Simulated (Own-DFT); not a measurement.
InGa3P4 (zincblende random alloy, strained, atoms displaced), Al3GaN4 (wurtzite random alloy, strained, atoms displaced) (calculated)

A calculation, not a measurement: plane-wave PBE density functional theory by an unreviewed code, no spin, of a simulated periodic cell, stress positive in tension, free energy of the whole cell less one offset for each atom, forces on such cells passed a denser k mesh, this cell's mesh not checked; offsets are fitted by least squares, one for each functional and potential file, so energies compare only between cells with the same atoms and settings and are not formation energies; the far tail of each file's local potential was reset to the Coulomb form; each entry is a single point on an unrelaxed cell, so the pressure reflects the starting lattice, mostly measured values, from which strain is counted, and rises with the displacements; printed positions are rounded, which can move forces by about a meV/angstrom; the program is a retired in-house code; no spin-orbit coupling. Program: Own-DFT development build.

Settings shared by all entries: functional PBE.

(1) 
```cif
# cell vector a (Å): 11.3066 0.0000 0.0000
# cell vector b (Å): 0.0000 11.3066 0.0000
# cell vector c (Å): 0.0000 0.0000 10.8940
data_InGa3P4
_symmetry_space_group_name_H-M 'P 1'
_symmetry_Int_Tables_number 1
_cell_length_a 11.3066
_cell_length_b 11.3066
_cell_length_c 10.8940
_cell_angle_alpha 90.000
_cell_angle_beta 90.000
_cell_angle_gamma 90.000
_cell_volume 1392.68
loop_
_atom_site_label
_atom_site_type_symbol
_atom_site_fract_x
_atom_site_fract_y
_atom_site_fract_z
_atom_site_occupancy
In1 In 0.00287 0.99861 0.99591 1
Ga1 Ga 0.00028 0.25280 0.24613 1
In2 In 0.25061 0.99958 0.25262 1
Ga2 Ga 0.25222 0.25300 0.99895 1
P1 P 0.12739 0.12759 0.12263 1
P2 P 0.12188 0.37631 0.38498 1
P3 P 0.37502 0.12385 0.36829 1
P4 P 0.37608 0.37269 0.12357 1
Ga3 Ga 0.99440 0.99538 0.50182 1
Ga4 Ga 0.00225 0.25690 0.76152 1
In3 In 0.24538 0.00143 0.74911 1
Ga5 Ga 0.25031 0.25918 0.50030 1
P5 P 0.12019 0.12264 0.63171 1
P6 P 0.12762 0.37785 0.87223 1
P7 P 0.37860 0.12847 0.87823 1
P8 P 0.37236 0.36691 0.62679 1
Ga6 Ga 0.99801 0.49492 0.00166 1
Ga7 Ga 0.00538 0.74939 0.25601 1
In4 In 0.25150 0.49488 0.24480 1
Ga8 Ga 0.24835 0.74922 0.99129 1
P9 P 0.12328 0.62887 0.12653 1
P10 P 0.12840 0.87796 0.37549 1
P11 P 0.38253 0.61952 0.37274 1
P12 P 0.37622 0.87958 0.12925 1
Ga9 Ga 0.99205 0.50033 0.50313 1
Ga10 Ga 0.99483 0.75419 0.75237 1
In5 In 0.25046 0.49845 0.75431 1
Ga11 Ga 0.25061 0.74939 0.49890 1
P13 P 0.13093 0.62766 0.62411 1
P14 P 0.12278 0.87334 0.87388 1
P15 P 0.37474 0.62777 0.87621 1
P16 P 0.37551 0.88061 0.62236 1
In6 In 0.49978 0.99687 0.99881 1
Ga12 Ga 0.50364 0.25454 0.24956 1
Ga13 Ga 0.74379 0.00052 0.23798 1
Ga14 Ga 0.74385 0.25424 0.00610 1
P17 P 0.63085 0.13175 0.11947 1
P18 P 0.62354 0.37076 0.37524 1
P19 P 0.88204 0.12259 0.37073 1
P20 P 0.88113 0.37667 0.13084 1
Ga15 Ga 0.50181 0.99203 0.50238 1
Ga16 Ga 0.49830 0.24872 0.75318 1
Ga17 Ga 0.75013 0.99514 0.74199 1
Ga18 Ga 0.74550 0.25490 0.49747 1
P21 P 0.62252 0.13051 0.61943 1
P22 P 0.62742 0.37030 0.86492 1
P23 P 0.88388 0.12143 0.87701 1
P24 P 0.88143 0.37553 0.62178 1
Ga19 Ga 0.49007 0.49467 0.00017 1
Ga20 Ga 0.49977 0.75352 0.24550 1
Ga21 Ga 0.75230 0.50090 0.24272 1
In7 In 0.75424 0.75171 0.00965 1
P25 P 0.63244 0.61986 0.12126 1
P26 P 0.62579 0.86985 0.38119 1
P27 P 0.87858 0.62495 0.36760 1
P28 P 0.87146 0.87139 0.12682 1
Ga22 Ga 0.49889 0.49399 0.50159 1
Ga23 Ga 0.49426 0.74931 0.74264 1
Ga24 Ga 0.74901 0.50107 0.74851 1
In8 In 0.75339 0.75207 0.50119 1
P29 P 0.62946 0.62738 0.62686 1
P30 P 0.62762 0.87530 0.88251 1
P31 P 0.87740 0.61859 0.87420 1
P32 P 0.87517 0.87766 0.63961 1
_calc_potential_files 'PseudoDojo norm-conserving, scalar-relativistic, standard set'
_calc_wave_cutoff 42  # hartree
_calc_occupations 'Fermi-Dirac'
_calc_smearing_width 0.1  # eV
_calc_k_mesh '3 x 3 x 3 centred on Gamma'
_calc_free_energy_of_cell_above_offsets '-29.677'  # eV
_calc_pressure 2.93  # GPa
_calc_stress_xx -2.31  # GPa
_calc_stress_yy -2.34  # GPa
_calc_stress_zz -4.15  # GPa
_calc_stress_yz 0.68  # GPa
_calc_stress_xz 0.01  # GPa
_calc_stress_xy 0.12  # GPa
```

Force:
```tsv
element	x (eV/Å)	y (eV/Å)	z (eV/Å)
In	-0.069	-0.365	1.463
Ga	0.67	-0.494	0.794
In	-0.522	0.562	-0.554
Ga	-0.203	-0.328	-0.105
P	0.011	1.49	0.036
P	-0.634	-0.406	-0.41
P	1.479	1.555	1.85
P	0.865	-1.163	-0.781
Ga	0.458	0.458	0.191
Ga	-0.331	-0.834	-0.852
In	0.865	0.084	0.548
Ga	-0.366	-1.571	-0.123
P	-1.053	1.791	-1.742
P	-1.161	-1.151	2.092
P	-0.704	1.093	-0.373
P	1.278	0.165	-0.379
Ga	0.472	0.578	-0.133
Ga	-0.182	0.41	-0.362
In	-0.736	0.536	0.939
Ga	-0.059	0.224	0.927
P	-0.422	0.339	-1.155
P	-1.456	-1.388	1.391
P	0.201	1.136	0.678
P	-0.248	-2.452	-0.692
Ga	0.907	0.703	-0.371
Ga	0.806	-1.087	0.154
In	0.557	0.647	-0.961
Ga	0.446	-0.11	-0.295
P	-1.654	0.764	-0.594
P	0.55	-1.969	-0.146
P	1.013	0.543	0.515
P	0.35	-1.434	-0.42
In	0.219	0.827	0.367
Ga	-0.206	-0.834	-0.101
Ga	0.576	-0.008	1.201
Ga	1.456	0.21	-1.03
P	-0.616	0.069	1.22
P	0.34	1.052	-0.317
P	-1.073	0.054	0.013
P	-0.84	-0.2	-0.698
Ga	0.111	1.104	-0.62
Ga	0.162	-0.283	-0.486
Ga	-0.86	1.439	1.265
Ga	1.032	-0.672	-0.004
P	0.166	-0.781	0.438
P	-0.333	0.603	0.979
P	-2.526	1.929	-1.372
P	-1.096	-0.326	0.781
Ga	1.295	0.417	-0.451
Ga	0.434	-0.71	0.423
Ga	-0.105	-0.248	0.799
In	-0.231	-1.135	-1.839
P	-2.297	-0.932	0.869
P	-1.103	1.635	-2.019
P	0.272	-0.739	0.124
P	1.783	1.307	2.273
Ga	0.258	0.254	0.236
Ga	0.669	0.275	0.562
Ga	0.451	-0.223	-0.171
In	1.054	-0.438	0.175
P	-1.497	-1.285	0.562
P	0.149	-0.55	-2.765
P	0.371	-0.158	-0.39
P	0.854	0.021	-1.157
```

(2) 
```cif
# cell vector a (Å): 9.6521 0.0000 0.0000
# cell vector b (Å): -4.8260 8.3589 0.0000
# cell vector c (Å): 0.0000 0.0000 10.0655
data_Al3GaN4
_symmetry_space_group_name_H-M 'P 1'
_symmetry_Int_Tables_number 1
_cell_length_a 9.6521
_cell_length_b 9.6520
_cell_length_c 10.0655
_cell_angle_alpha 90.000
_cell_angle_beta 90.000
_cell_angle_gamma 120.000
_cell_volume 812.09
loop_
_atom_site_label
_atom_site_type_symbol
_atom_site_fract_x
_atom_site_fract_y
_atom_site_fract_z
_atom_site_occupancy
Ga1 Ga 0.10667 0.21468 0.99588 1
Al1 Al 0.22309 0.11007 0.24373 1
N1 N 0.10899 0.22222 0.19744 1
N2 N 0.22340 0.11430 0.44439 1
Al2 Al 0.11054 0.21417 0.49772 1
Ga2 Ga 0.22709 0.11862 0.74780 1
N3 N 0.11762 0.22290 0.68270 1
N4 N 0.23118 0.11240 0.93889 1
Al3 Al 0.10669 0.55774 0.00234 1
Al4 Al 0.20945 0.44106 0.25732 1
N5 N 0.10519 0.55146 0.19640 1
N6 N 0.21362 0.43938 0.45254 1
Al5 Al 0.11524 0.54563 0.50309 1
Al6 Al 0.23394 0.44835 0.75350 1
N7 N 0.10939 0.55629 0.69140 1
N8 N 0.21980 0.43719 0.94498 1
Ga3 Ga 0.11532 0.87980 0.99837 1
Al7 Al 0.22104 0.78263 0.25244 1
N9 N 0.11122 0.89016 0.19073 1
N10 N 0.22788 0.78513 0.43549 1
Al8 Al 0.10205 0.88896 0.50541 1
Ga4 Ga 0.22093 0.77422 0.75009 1
N11 N 0.10141 0.88807 0.69689 1
N12 N 0.21776 0.77319 0.94287 1
Al9 Al 0.43043 0.21776 0.00003 1
Al10 Al 0.56142 0.11074 0.25426 1
N13 N 0.46164 0.22495 0.19584 1
N14 N 0.55006 0.11636 0.44235 1
Al11 Al 0.45113 0.22345 0.50087 1
Al12 Al 0.55446 0.10621 0.74742 1
N15 N 0.43467 0.21149 0.68702 1
N16 N 0.55869 0.11730 0.93321 1
Al13 Al 0.45751 0.55790 0.99857 1
Ga5 Ga 0.56757 0.44837 0.25616 1
N17 N 0.44012 0.54847 0.19764 1
N18 N 0.55786 0.45061 0.44532 1
Al14 Al 0.44170 0.55010 0.50525 1
Ga6 Ga 0.55805 0.44676 0.75853 1
N19 N 0.45005 0.56771 0.68706 1
N20 N 0.55489 0.43997 0.93671 1
Al15 Al 0.44489 0.88160 0.00126 1
Ga7 Ga 0.56665 0.78745 0.25734 1
N21 N 0.44452 0.88794 0.19272 1
N22 N 0.55865 0.77605 0.43951 1
Al16 Al 0.44916 0.88496 0.50049 1
Al17 Al 0.54532 0.76487 0.75249 1
N23 N 0.43884 0.88528 0.69689 1
N24 N 0.55492 0.78462 0.93312 1
Al18 Al 0.78312 0.21869 0.99935 1
Al19 Al 0.88936 0.11647 0.25292 1
N25 N 0.77476 0.21968 0.19040 1
N26 N 0.88510 0.10511 0.43646 1
Al20 Al 0.78395 0.21728 0.49509 1
Al21 Al 0.88215 0.11324 0.74804 1
N27 N 0.76756 0.21943 0.69459 1
N28 N 0.88345 0.11060 0.94304 1
Al22 Al 0.78030 0.55787 0.00198 1
Ga8 Ga 0.88774 0.43306 0.26043 1
N29 N 0.77349 0.55412 0.18502 1
N30 N 0.88478 0.44164 0.43338 1
Al23 Al 0.77975 0.55781 0.50236 1
Ga9 Ga 0.88861 0.43690 0.75050 1
N31 N 0.77897 0.55221 0.68181 1
N32 N 0.89023 0.44487 0.94376 1
Al24 Al 0.77025 0.89549 0.99734 1
Al25 Al 0.88494 0.77562 0.24386 1
N33 N 0.77867 0.88975 0.19796 1
N34 N 0.88520 0.77276 0.44113 1
Al26 Al 0.78053 0.89692 0.50911 1
Al27 Al 0.89291 0.77942 0.74877 1
N35 N 0.77903 0.88341 0.69469 1
N36 N 0.89407 0.77828 0.94037 1
_calc_potential_files 'PseudoDojo norm-conserving, scalar-relativistic, standard set with the stringent files for Ga'
_calc_wave_cutoff 96  # hartree
_calc_occupations 'Gaussian'
_calc_smearing_width 0.01  # eV
_calc_k_mesh '4 x 4 x 3 centred on Gamma'
_calc_free_energy_of_cell_above_offsets '-22.086'  # eV
_calc_pressure -3.71  # GPa
_calc_stress_xx 6.74  # GPa
_calc_stress_yy 8.15  # GPa
_calc_stress_zz -3.78  # GPa
_calc_stress_yz -0.3  # GPa
_calc_stress_xz 0.93  # GPa
_calc_stress_xy 0.01  # GPa
```

Force:
```tsv
element	x (eV/Å)	y (eV/Å)	z (eV/Å)
Ga	0.402	0.414	0.893
Al	0.462	0.557	1.363
N	0.003	-0.28	-0.006
N	0.328	-0.692	-0.9
Al	-0.058	0.599	-0.247
Ga	-0.495	-1.494	-0.121
N	-2.181	0.721	1.396
N	-1.783	-0.841	0.66
Al	0.805	-1.007	0.344
Al	1.763	0.549	-0.641
N	0.703	1	-0.731
N	1.636	-0.567	-1.286
Al	-2.361	2.057	-0.232
Al	-1.35	-0.704	-0.432
N	1.376	-1.081	-0.313
N	0.288	1.781	-0.84
Ga	-1.602	1.344	0.198
Al	0.493	-0.57	-0.291
N	-0.132	-0.119	0.54
N	-0.152	-0.862	1.862
Al	1.276	0.062	-0.79
Ga	-1.067	0.476	-0.279
N	1.156	0.115	-1.036
N	2.287	-0.693	0.364
Al	3.673	0.999	0.867
Al	-0.849	-0.374	-0.61
N	-2.077	-1.061	-1.104
N	2.768	-1.179	0.135
Al	-1.708	0.481	-0.235
Al	-1.37	0.031	0.355
N	2.096	1.422	0.045
N	0.044	-0.91	1.453
Al	-1.629	-0.499	1.495
Ga	-1.716	-0.559	-0.39
N	-0.491	0.52	-1.034
N	0.312	-0.715	1.166
Al	0.152	0.51	-1.745
Ga	0.622	-0.664	-3.325
N	-0.349	-2.228	0.918
N	-0.085	0.638	2.823
Al	-1.198	1.551	-0.074
Ga	-1.129	-1.827	-1.411
N	-0.39	0.473	-0.48
N	-0.247	0.3	3.008
Al	-1.385	0.366	-0.121
Al	0.286	3.057	-0.935
N	1.66	0.183	-1.242
N	0.894	-1.374	1.579
Al	-2.409	1.056	0.116
Al	0.468	-0.97	-1.177
N	0.882	-1.071	-0.016
N	0.23	0.665	1.391
Al	-2.037	0.731	0.644
Al	1.145	-0.457	0.124
N	1.73	-0.949	-1.666
N	0.453	-0.493	-1.082
Al	0.232	-0.497	-0.818
Ga	-0.873	1.187	-3.994
N	1.383	1.232	0.493
N	0.619	-0.228	5.028
Al	-0.201	-0.331	-1.308
Ga	-0.716	1.1	0.176
N	-0.117	0.715	2.058
N	-0.064	-0.266	0.553
Al	1.599	-0.956	0.557
Al	0.495	0.002	0.811
N	0.803	1.222	-1.921
N	-0.189	0.897	-0.141
Al	0.431	-2.014	-1.249
Al	-0.614	-1.024	0.473
N	-1.159	0.922	0.293
N	-1.773	-0.384	0.043
```
